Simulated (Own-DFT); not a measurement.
# One host, several defects: C40 NbSi2

Calculated, not measured: single-point runs of Own-DFT, a retired in-house plane-wave DFT program that no person has reviewed, on unrelaxed cells, without spin or spin-orbit coupling.

Settings: PBEsol; PseudoDojo norm-conserving scalar-relativistic files, made for PBE; cutoff 42 hartree; 4 x 4 x 5 k mesh centred on Gamma; cold (Marzari-Vanderbilt) smearing of 0.2 eV.

Keep in mind: forces on such cells failed a check on a denser k mesh; stress not checked against mesh or cutoff.

All runs share one cell, with vectors in Å (0.000, 8.324, 0.000); (-9.613, 0.000, 0.000); (0.000, 0.000, 6.586) and a volume of 527.0 Å³. The atoms are randomly displaced, by u rms on each axis. The defect's site can differ from row to row.

```
cell,formula,u (Å),P (GPa)
no defect,Nb12Si24,0.0197,-2.17
no defect,Nb12Si24,0.0214,-2.10
no defect,Nb12Si24,0.0446,-1.41
two Si on a Nb site each,Nb10Si26,0.0278,-1.73
two Si on a Nb site each,Nb10Si26,0.0291,-1.64
two Si on a Nb site each,Nb10Si26,0.0473,-1.52
one Si vacancy,Nb12Si23,0.0294,-2.57
one Si vacancy,Nb12Si23,0.0470,-2.02
one Si vacancy,Nb12Si23,0.0513,-1.67
two Nb on a Si site each,Nb14Si22,0.0318,3.75
two Nb on a Si site each,Nb14Si22,0.0353,?
two Nb on a Si site each,Nb14Si22,0.0486,4.25
two Nb on a Si site each,Nb14Si22,0.0516,4.39
two Nb vacancies,Nb10Si24,0.0306,-3.66
two Nb vacancies,Nb10Si24,0.0500,-2.26
two Nb vacancies,Nb10Si24,0.0525,-2.11
```

## Worked fit

P = P0 + c u² + a shift for each defect gives P0 = -2.36 GPa, c = 492 ± 82 GPa/Å² and a scatter of 0.23 GPa. The shifts, and each times the cell's volume:

- two Nb on a Si site each: 5.50 ± 0.21 GPa, 18.1 eV (9.0 eV for each of its 2 sites)
- two Si on a Nb site each: 0.09 ± 0.19 GPa, 0.3 eV (0.2 eV for each of its 2 sites) (not resolved)
- one Si vacancy: -0.67 ± 0.21 GPa, -2.2 eV
- two Nb vacancies: -1.33 ± 0.21 GPa, -4.4 eV (-2.2 eV for each of its 2 sites)

A positive shift means that the defect pushes the cell outwards. Shift times volume (160.2 GPa Å³ is 1 eV) depends little on the cell's size, so, taken for each site, it can be compared between cells at like pressure. The atoms around the defects weren't relaxed, which would change these numbers.

## Check

Q: what pressure belongs in the blank (two Nb on a Si site each, u = 0.0353 Å)?

Estimate: 3.75 ± 0.28 GPa. The run itself gave 3.68 GPa.
